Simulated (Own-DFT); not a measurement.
# Which defects push the lattice out? C40 NbSi2

Source: density functional calculations with Own-DFT, an unreviewed in-house program that is no longer used. Nothing was measured or relaxed, and spin and spin-orbit coupling are left out.

Settings: PBE; PseudoDojo norm-conserving scalar-relativistic files; cutoff 42 hartree; 4 x 4 x 5 k mesh centred on Gamma; cold (Marzari-Vanderbilt) smearing of 0.2 eV.

Keep in mind: forces on such cells failed a check on a denser k mesh; stress not checked against mesh or cutoff.

All runs share one cell, with vectors in Å (0.000, 8.324, 0.000); (-9.613, 0.000, 0.000); (0.000, 0.000, 6.586) and a volume of 527.0 Å³. The atoms are randomly displaced, by u rms on each axis. The defect's site can differ from row to row.

| cell | formula | u (Å) | P (GPa) |
|---|---|---|---|
| no defect | Nb12Si24 | 0.0219 | 1.46 |
| no defect | Nb12Si24 | 0.0462 | 2.52 |
| no defect | Nb12Si24 | 0.0485 | 2.65 |
| two Nb vacancies | Nb10Si24 | 0.0285 | 0.16 |
| two Nb vacancies | Nb10Si24 | 0.0300 | ? |
| two Nb vacancies | Nb10Si24 | 0.0480 | 0.56 |
| two Nb vacancies | Nb10Si24 | 0.0564 | 1.20 |
| two Si on a Nb site each | Nb10Si26 | 0.0260 | 1.65 |
| two Si on a Nb site each | Nb10Si26 | 0.0469 | 2.60 |
| two Si on a Nb site each | Nb10Si26 | 0.0523 | 2.41 |
| one Si vacancy | Nb12Si23 | 0.0338 | 1.06 |
| one Si vacancy | Nb12Si23 | 0.0467 | 1.71 |
| one Si vacancy | Nb12Si23 | 0.0565 | 2.08 |
| two Nb on a Si site each | Nb14Si22 | 0.0289 | 7.21 |
| two Nb on a Si site each | Nb14Si22 | 0.0527 | 8.36 |
| two Nb on a Si site each | Nb14Si22 | 0.0531 | 8.61 |

## What the rows give

P = P0 + c u² + a shift for each defect gives P0 = 1.35 GPa, c = 522 ± 52 GPa/Å² and a scatter of 0.18 GPa. The shifts, and each times the cell's volume:

- two Nb on a Si site each: 5.59 ± 0.15 GPa, 18.4 eV (9.2 eV for each of its 2 sites)
- two Si on a Nb site each: -0.10 ± 0.15 GPa, -0.3 eV (-0.2 eV for each of its 2 sites) (not resolved)
- one Si vacancy: -0.86 ± 0.15 GPa, -2.8 eV
- two Nb vacancies: -1.80 ± 0.15 GPa, -5.9 eV (-3.0 eV for each of its 2 sites)

A positive shift means that the defect pushes the cell outwards. Shift times volume (160.2 GPa Å³ is 1 eV) depends little on the cell's size, so, taken for each site, it can be compared between cells at like pressure. The atoms around the defects weren't relaxed, which would change these numbers.

## Withheld run

Question: what pressure belongs in the blank (two Nb vacancies, u = 0.0300 Å)?

Estimate: 0.02 ± 0.22 GPa. The calculation gave -0.08 GPa.
